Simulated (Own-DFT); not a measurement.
# Hybrid less PBE against volume: monoclinic HfO2, 94 atoms (Hf32O62), with two O vacancies

All values are computed. Each geometry was run twice at fixed positions with Own-DFT, a retired in-house plane-wave program that no person has reviewed: with PBE, and with HSE06 (exact exchange share 0.25 at short range, screening 0.11 per bohr, Gygi-Baldereschi treatment of its divergence). Both used PseudoDojo norm-conserving files made for PBE, a cutoff of 48 hartree, the Gamma point alone, fixed occupations, a neutral cell and no spin. With Gamma alone and a thickness of 10.1 Å, finite-size errors remain in every number. The hafnium file keeps the 4f electrons in the core, and its forces lie about 75 meV/Å off all-electron values. The oxygen file's force components were 24 meV/Å off all-electron values in a glass.

Unstrained cell vectors in Å: (10.234, 0.000, 0.000); (0.000, 10.350, 0.000); (-1.695, 0.000, 10.445), volume V0 = 1106.4 Å³, from measured lattice constants. Each geometry has its own random strain of a few per cent, its own defect sites and random moves of rms u per axis. HSE06 gave the energy alone. D is its energy less that of PBE, over the lowest D shown. The PBE stress wasn't checked against mesh or cutoff.

```
run,V - V0 (Å³),u (Å),P with PBE (GPa),D (eV)
1,-33.0,0.0306,12.39,0.217
2,0.7,0.0310,3.08,1.117
3,-55.2,0.0502,18.43,0.000
4,17.8,0.0483,1.80,1.672
5,23.9,0.0505,-0.65,1.804
6,-3.0,0.0306,4.07,0.958
7,-13.0,0.0296,7.99,0.675
8,7.0,0.0505,3.86,1.373
9,-24.0,0.0312,9.63,0.484
10,8.1,0.0286,2.71,1.270
11,-27.5,0.0452,11.89,0.441
12,54.4,0.0308,-7.02,2.429
13,12.0,0.0481,1.85,1.572
14,-36.5,0.0506,15.85,?
```

## What the rows give

D = 0.94 + 0.0245 (V - V0) + 124 u² eV, with an error of 0.0006 on the volume slope, 21 on the last term and a scatter of 0.06 eV. Pressure is -dE/dV, and 1 eV/Å³ is 160.2 GPa, so HSE06 changes the pressure by -3.9 ± 0.1 GPa. With the ions held to the strained lattice, the PBE pressure falls by 253 ± 9 GPa per unit of volume strain; the shape of the strain isn't fitted, so the true error is larger, and a relaxed crystal would be softer. On that slope HSE06's volume at a given pressure is about 1.5 % smaller, or 0.5 % in lengths. At u = 0 and V0 the PBE pressure is 3.8 GPa, which puts the zero-pressure volume, against the measured cell and with the defects in, at +1.5 % for PBE and -0.0 % for HSE06, each good to a few tenths of a per cent.

## Check

Q: what D should run 14 give?

The fit gives 0.36 eV, with rows scattering by 0.06. The run itself gave 0.320 eV.
